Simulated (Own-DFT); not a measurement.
# Computed records: Hf36O71 (tetragonal hafnia with one neutral oxygen vacancy, atoms displaced)

A calculation, not a measurement: plane-wave PBE and HSE06 DFT by an unreviewed code, no spin, of a simulated cell at Gamma alone, so results move with cell size and shape, stress positive in tension, energies less offsets, not probed for a lower state with spin; hafnium file: forces about 75 meV/angstrom off all-electron values; oxygen file: force components 24 meV/angstrom off all-electron in a glass; k mesh not checked against a denser one; forces and stress are PBE's, HSE06 gives the energy alone, and its difference from PBE has offsets of its own; offsets are fitted by least squares, one for each functional and potential file, so energies compare only between cells with the same atoms and settings and are not formation energies; the far tail of each file's local potential was reset to the Coulomb form; each entry is a single point on an unrelaxed cell, so the pressure reflects the starting lattice, taken from the Materials Project, from which strain is counted, and rises with the displacements; printed positions are rounded, which can move forces by about a meV/angstrom; the program is a retired in-house code; no spin-orbit coupling. Program: Own-DFT development build.

Common to all runs: first functional PBE; second functional HSE06; exact exchange share 0.25; screening 0.11 1/bohr; exchange divergence Gygi-Baldereschi; potential files PseudoDojo norm-conserving, scalar-relativistic, made for PBE, standard set; wave cutoff 48 hartree; occupations fixed; k mesh 1 x 1 x 1 centred on Gamma.

(1) 
```xyz
107
Lattice="10.7800 0.0000 0.0000 0.0000 10.7800 0.0000 0.0000 0.0000 10.4493" Properties=species:S:1:pos:R:3:force_x:R:1:force_y:R:1:force_z:R:1 formula=Hf36O71 PBE_energy_of_cell_above_offsets=-101.099 HSE06_less_PBE_above_offsets=-0.175 PBE_pressure=1.04 PBE_stress_xx=-1.14 PBE_stress_yy=-0.18 PBE_stress_zz=-1.81 PBE_stress_yz=0.12 PBE_stress_xz=0.05 PBE_stress_xy=-0.02
Hf    10.7552    10.7733     0.0212      0.425     -0.293      0.071
Hf     1.7855     1.8278     2.5823      0.853     -0.534      0.201
O      0.0015     1.7922     1.5965      -0.65      0.113     -0.244
O      1.8116     0.0107     3.5890     -0.105     -0.101      0.353
O      0.0097     1.7915     4.2056     -0.175      -0.08       0.09
O      1.7462    10.7567     0.9917      0.741      0.276      0.064
Hf     0.0110     0.0107     5.1917     -0.849     -0.579      0.059
Hf     1.7483     1.7983     7.8550      0.849      0.504      0.638
O     10.7613     1.8469     6.8262      0.059     -0.366     -0.485
O      1.8592     0.0163     8.8825     -0.439     -0.244     -0.724
O      0.0406     1.8081     9.4113     -0.356     -0.501      0.164
O      1.7431     0.0052     6.2303      0.574     -0.048      0.302
Hf    10.7339     3.5504     0.0073      0.892      0.232     -0.059
Hf     1.8191     5.4160     2.6153     -0.429       -0.7      0.372
O      0.0352     5.3694     1.6082     -0.573       0.21     -0.548
O      1.7927     3.5797     3.5750     -0.169      0.654      0.672
O      0.0546     5.4288     4.2178     -0.365      -0.76      0.041
O      1.7902     3.5988     1.0545     -0.116     -0.001     -0.648
Hf    10.7642     3.5520     5.2390     -0.033      0.691     -0.119
Hf     1.7589     5.4473     7.8674      0.464     -1.259     -0.159
O     10.7649     5.4007     6.8311      0.423     -0.144     -0.068
O      1.7753     3.6140     8.8817      0.049      0.057     -0.305
O      0.0213     5.3801     9.3830     -0.513     -0.086      0.694
O      1.8097     3.5922     6.2341     -0.665     -0.149     -0.048
Hf    10.7763     7.1523    10.4324      0.514      0.836      0.366
Hf     1.8184     8.9781     2.6020     -0.134      0.451     -0.301
O      0.0212     9.0225     1.5998     -0.646     -0.238      -0.01
O      1.8034     7.1624     3.6040      0.047      0.773      0.501
O      0.0001     8.9621     4.1974      0.047      0.362      0.196
O      1.8127     7.2056     1.0306     -0.368     -0.409      -0.36
Hf     0.0424     7.1939     5.2374     -0.512      0.018      -0.22
Hf     1.7897     8.9943     7.8470      0.459      0.219      0.493
O      0.0050     8.9794     6.8313     -0.454      0.251     -0.088
O      1.7859     7.1936     8.8783     -0.221      0.073     -0.213
O      0.0007     9.0015     9.4002     -0.098     -0.225      0.367
O      1.8383     7.2673     6.2317     -0.773     -0.492       0.52
Hf     3.5881     0.0130    10.4428      -0.34     -0.219     -0.302
Hf     5.4124     1.8455     2.5914     -0.748     -0.854      0.669
O      3.6096     1.7886     1.5763     -0.448      0.164      0.024
O      5.3956    10.7649     3.6287     -0.213      0.218     -0.139
O      3.5771     1.8311     4.1872      0.191     -0.633      0.942
O      5.3604     0.0402     0.9900      0.881      -0.05      0.063
Hf     3.5698    10.7208     5.2894      0.445      1.079     -1.054
Hf     5.3447     1.8168     7.8114      0.401     -0.354      1.017
O      3.5729     1.7668     6.8998     -0.452      -0.16     -1.189
O      5.4402     0.0083     8.8254     -0.049     -0.188      0.146
O      3.6028     1.8034     9.4065      0.014       0.42      0.804
O      5.4217     0.0093     6.2830      -1.03      0.072     -0.544
Hf     3.5799     3.6397     0.0554      0.016     -1.456     -0.911
Hf     5.3626     5.3919     2.6056      1.431      0.097      0.559
O      3.6091     5.4192     1.6305     -0.235      -0.16     -0.752
O      5.3674     3.6226     3.6167     -0.086      0.041      0.235
O      3.5628     5.4346     4.2297      0.147       -0.7     -0.144
O      5.3938     3.5888     1.0906     -0.102       0.01     -0.517
Hf     3.5858     3.6041     5.2522     -0.394     -0.165     -0.979
Hf     5.3549     5.3644     7.8121      0.524      0.721      0.577
O      3.5864     5.3561     6.8580     -0.639      0.249     -0.233
O      5.3166     3.6082     8.8673      0.486     -0.283      0.089
O      3.5915     5.3786     9.4419     -0.157      0.402      0.281
O      5.3435     3.5664     6.2370      0.726     -0.256      0.403
Hf     3.6308     7.1401     0.0105     -0.361      1.348       -0.5
Hf     5.4278     8.9501     2.6025     -0.178      1.302     -0.255
O      3.5714     9.0004     1.5764      0.907      -0.22      0.247
O      5.4035     7.2218     3.5967     -0.199     -0.733      0.087
O      3.5295     8.9681     4.2090      0.099      0.515     -0.131
O      5.4193     7.1500     0.9755     -0.569      0.445      0.645
Hf     3.5460     7.2233     5.1873      1.442     -0.359      0.621
Hf     5.4240     8.9644     7.8030      -0.62      0.077      0.777
O      3.6103     8.9596     6.8011     -0.226      0.687     -0.127
O      5.4097     7.2007     8.8588     -0.109     -0.482     -0.185
O      3.5797     8.9499     9.4053      0.095      0.172      0.366
O      5.4134     7.1837     6.2414     -0.653      0.114     -0.433
Hf     7.1890     0.0751    10.4264     -0.656     -1.184      0.032
Hf     8.9417     1.7995     2.6285      0.738     -0.102      0.157
O      7.2320     1.7963     1.5880     -0.818     -0.068     -0.232
O      8.9518    10.7375     3.6042       0.18      0.981      0.676
O      7.1636     1.8232     4.1712      0.149     -0.168      0.457
O      8.9722    10.7671     0.9977      0.156      0.215      0.211
Hf     7.1407     0.0007     5.2228      0.633      0.415     -0.005
Hf     9.0043     1.7327     7.8530     -0.751      0.966     -0.322
O      7.2219     1.7643     6.8776       -0.5     -0.193     -0.587
O      8.9180     0.0169     8.8645      0.465     -0.806     -0.462
O      7.2198     1.8175     9.4636     -0.348      0.483     -0.041
Hf     7.1729     3.5887     0.0371      0.151      0.655     -0.561
Hf     9.0254     5.3786     2.5839     -0.991      0.509      0.535
O      7.1680     5.4329     1.5263      0.651     -0.451      1.131
O      8.9957     3.5904     3.6223      0.252      0.295      0.233
O      7.1796     5.3794     4.2188     -0.017     -0.117     -0.132
O      8.9862     3.5533     1.0691     -0.176      0.444     -0.325
Hf     7.1847     3.6053     5.2828     -0.308      0.225     -0.755
Hf     9.0025     5.3984     7.8862     -0.924     -0.686     -0.794
O      7.1326     5.3804     6.7963      0.919     -0.112      0.438
O      8.9248     3.5741     8.8647      0.691       0.41      0.288
O      7.1571     5.3730     9.4533      0.419      0.354      -0.26
O      8.9218     3.5594     6.2535      1.268      0.435     -0.044
Hf     7.1815     7.2206     0.0109      0.128     -0.786     -0.214
Hf     8.9935     9.0009     2.6383      0.251     -0.823     -0.624
O      7.2141     9.0088     1.5769     -0.441     -0.359      0.362
O      8.9192     7.1953     3.6784       0.18      -0.13     -0.723
O      7.1055     9.0160     4.2423       0.34     -0.584     -0.279
O      9.0041     7.1932     1.0244      0.287      -0.24     -0.168
Hf     7.2281     7.1820     5.2271     -0.255      -0.23      -0.09
Hf     8.9758     8.9358     7.8666      -0.02      1.268     -0.665
O      7.1698     8.9907     6.8049      1.335      0.112     -0.031
O      9.0285     7.2044     8.8259     -0.009     -1.069      0.757
O      7.2308     8.9564     9.4336      0.018      0.666       -0.2
O      9.0370     7.1308     6.2309      -0.75      0.301      0.515
```

Units: PBE_energy_of_cell_above_offsets, HSE06_less_PBE_above_offsets in eV; PBE_pressure, PBE_stress_xx, PBE_stress_yy, PBE_stress_zz, PBE_stress_yz, PBE_stress_xz, PBE_stress_xy in GPa; force_x, force_y, force_z in eV/Å.

(2) 
```xyz
107
Lattice="10.7800 0.0000 0.0000 0.0000 10.7800 0.0000 0.0000 0.0000 10.4493" Properties=species:S:1:pos:R:3:force_x:R:1:force_y:R:1:force_z:R:1 formula=Hf36O71 PBE_energy_of_cell_above_offsets=-87.752 HSE06_less_PBE_above_offsets=0.574 PBE_pressure=5.45 PBE_stress_xx=-4.36 PBE_stress_yy=-7.02 PBE_stress_zz=-4.97 PBE_stress_yz=-0.23 PBE_stress_xz=-1.91 PBE_stress_xy=0.31
Hf     0.0164     0.0193     0.0857     -0.349     -1.776      0.128
Hf     1.7028     1.7899     2.6941      0.752      0.361     -3.255
O     10.7361     1.6778     1.4858     -0.396      0.122       1.49
O      1.6873     0.1132     3.6969      0.735     -3.004      0.978
O      0.0637     1.8737     4.1493     -1.232      -1.73      1.137
O      1.9620     0.0384     1.1127     -2.999     -0.198     -0.613
Hf    10.7776    10.7696     5.2985      0.231      1.701     -1.993
Hf     1.7283     1.6068     7.8826      1.578      4.143     -0.771
O     10.7588     1.8007     6.7986      1.462     -0.484      0.023
O      1.7107    10.6806     8.8362     -0.219      1.695      1.181
O     10.7594     1.6967     9.4856      0.754      0.798     -1.977
O      1.8258    10.7101     6.2075     -1.334      0.448      1.747
Hf    10.6913     3.4804    10.3188      0.417      1.619      1.067
Hf     1.7801     5.4837     2.5015      0.517     -2.712      0.944
O      0.0646     5.3839     1.6061     -2.417      1.112     -0.132
O      1.7297     3.4722     3.6187      1.244      3.176      1.048
O     10.7009     5.3073     4.3053      0.699       2.62     -0.893
O      1.6043     3.5782     0.9996      1.661      0.298     -0.169
Hf     0.1073     3.6399     5.3259     -0.787     -0.793     -0.424
Hf     1.7204     5.4379     7.9389      1.569      -1.34     -1.515
O      0.0945     5.2706     6.8727     -2.521      0.676     -0.092
O      1.8115     3.5862     8.9070     -0.489     -0.738     -0.338
O     10.6432     5.5050     9.3951      1.032     -1.921      0.945
O      1.7751     3.6607     6.3188      1.742     -0.898     -0.914
Hf     0.1269     7.1168     0.0863      -0.63      0.969     -1.582
Hf     1.7515     8.9241     2.6312      1.873      2.323     -1.643
O     10.7791     9.0188     1.6315      0.102     -0.277      0.568
O      1.8098     7.1789     3.7276     -0.885      0.207     -0.559
O     10.6688     8.9904     4.2350      0.809     -0.085      0.048
Hf     0.1699     7.2445     5.1675     -2.072     -2.778      2.027
Hf     1.7592     9.0908     7.7734      2.516     -3.621      2.348
O      0.0326     9.0767     6.8969      -0.81     -0.003     -2.321
O      1.8038     7.1352     9.0099     -0.178      1.299      0.177
O     10.6916     8.8936     9.4660      0.777      0.701      0.921
O      1.8103     6.9992     6.3372     -0.624      2.507     -1.247
Hf     3.6576    10.7677     0.0882      0.288      -0.46      0.048
Hf     5.5499     1.8672     2.6307     -5.928     -2.543      0.377
O      3.6232     1.8298     1.5507      0.155      0.423      0.656
O      5.4151    10.7466     3.6201     -0.003      0.821      0.642
O      3.7958     1.8544     4.2373     -1.457     -2.225      0.205
O      5.4115    10.6891     1.1032      0.079      0.802     -1.293
Hf     3.5013    10.7653     5.2328       3.31      1.621     -1.253
Hf     5.3958     1.6793     7.7645     -1.096      2.632      0.801
O      3.6401     1.8886     6.8412     -2.213      -1.32      -0.13
O      5.3840    10.7428     8.7737      0.362       1.06      1.852
O      3.6899     1.8166     9.3742     -0.656     -1.869      -0.35
O      5.3042     0.0037     6.2718      1.816      0.115     -0.895
Hf     3.6140     3.5105    10.3276     -1.404      -0.61      1.333
Hf     5.3034     5.3602     2.6417      1.006      1.175      0.314
O      3.6333     5.3819     1.7079     -2.317      0.008     -1.407
O      5.3430     3.5100     3.6287      1.168      2.977      0.298
O      3.5567     5.3706     4.1832      0.329      2.019     -1.364
O      5.3187     3.5315     0.9067      1.232      1.165      2.037
Hf     3.5870     3.6576     5.0497     -0.186     -1.504      4.543
Hf     5.4128     5.4141     7.8635     -1.273     -0.908     -1.824
O      3.5661     5.4625     6.7839      0.236     -0.407      1.781
O      5.4778     3.6032     8.8488     -0.815     -0.692      0.117
O      3.6419     5.4839     9.6054      0.328     -7.118     -4.042
O      5.3832     3.7209     6.3340      0.851     -0.652     -2.421
Hf     3.5869     7.0236    10.4047      -0.97      8.495      2.813
Hf     5.4668     9.1174     2.5650     -2.034     -1.405      -0.57
O      3.5330     9.0309     1.5052     -0.145     -0.809      2.295
O      5.4433     7.1787     3.5793     -0.269      0.865      0.006
O      3.5498     8.9416     4.1854     -0.562      2.625     -0.801
O      5.2471     7.1321     0.9937      3.044     -0.372       0.42
Hf     3.5225     7.2802     5.0885      2.434     -3.771      4.095
Hf     5.4635     9.0697     7.8044     -1.489     -2.688      0.958
O      3.6272     9.0277     6.8992     -1.487     -0.226     -1.664
O      5.4906     7.1879     8.8486     -0.439     -0.014      0.211
O      3.5578     9.0490     9.4557      0.122     -0.865     -0.277
O      5.3656     7.1349     6.2226      1.022      0.798     -1.294
Hf     7.1878    10.7733    10.3568      0.104     -2.078      0.611
Hf     8.9348     1.6116     2.6528      1.447       3.25     -1.905
O      7.0740     1.8385     1.5925      3.745     -0.255     -0.847
O      9.0990    10.7663     3.6109     -0.498     -1.709      1.634
O      7.1515     1.6991     4.2782      0.397      2.566     -1.206
O      8.9216     0.0442     1.0335      0.138     -0.198     -0.017
Hf     7.3132     0.0782     5.2199     -2.139     -1.926      1.697
Hf     8.9279     1.8108     7.7093       1.52      0.982      3.979
O      7.2333     1.8019     6.9438     -2.282     -0.468     -3.019
O      9.0430     0.0173     8.8057      -0.08     -0.585      0.245
O      7.3000     1.6302     9.4175     -0.517      3.015      -0.06
O      9.0484     0.1424     6.3355     -0.981     -1.103     -1.562
Hf     7.1762     3.6687     0.1216         -2     -2.065      -3.66
Hf     8.9107     5.4683     2.5990      3.365      -3.21      0.511
O      7.2391     5.4825     1.6691     -2.283     -0.551     -1.584
O      9.0208     3.5089     3.7034     -1.993       0.86     -1.348
O      7.0442     5.4350     4.1673      1.429     -0.624     -0.038
O      8.8576     3.5061     0.9034      3.462      0.389      2.416
Hf     7.2566     3.7140     5.1767     -0.777     -0.833      1.881
Hf     8.9270     5.4064     7.8322       1.83      0.382      0.446
O      7.2013     5.3819     6.8400     -0.243      0.551      -1.48
O      8.8990     3.6858     8.8839      0.978     -1.984     -0.541
O      7.1769     5.2850     9.4163      0.039       2.49      0.809
O      8.9544     3.6449     6.2990      0.154     -0.415     -0.599
Hf     7.1528     7.0842     0.0118      -0.85      1.569     -1.638
Hf     8.9316     8.8106     2.6355      0.003      2.364     -1.735
O      7.1111     9.0809     1.4816      2.255     -1.854      1.366
O      9.1177     7.1109     3.6252     -1.113      0.734      0.972
O      7.2429     9.1056     4.2297      0.795     -2.118     -0.532
O      9.0204     7.2223     1.0546     -0.682     -0.119      0.481
Hf     7.2326     7.1521     5.1830     -1.998      1.073      2.231
Hf     8.9573     9.0348     7.7787      1.187     -1.854      3.326
O      7.2179     8.9729     6.9519     -0.277      0.795     -3.111
O      9.0263     7.1753     8.7924     -1.534      0.673      0.313
O      7.1068     8.9088     9.3719      0.829      0.852      1.138
O      8.9749     7.2554     6.2791      0.991     -0.154     -1.726
```

Units: PBE_energy_of_cell_above_offsets, HSE06_less_PBE_above_offsets in eV; PBE_pressure, PBE_stress_xx, PBE_stress_yy, PBE_stress_zz, PBE_stress_yz, PBE_stress_xz, PBE_stress_xy in GPa; force_x, force_y, force_z in eV/Å.
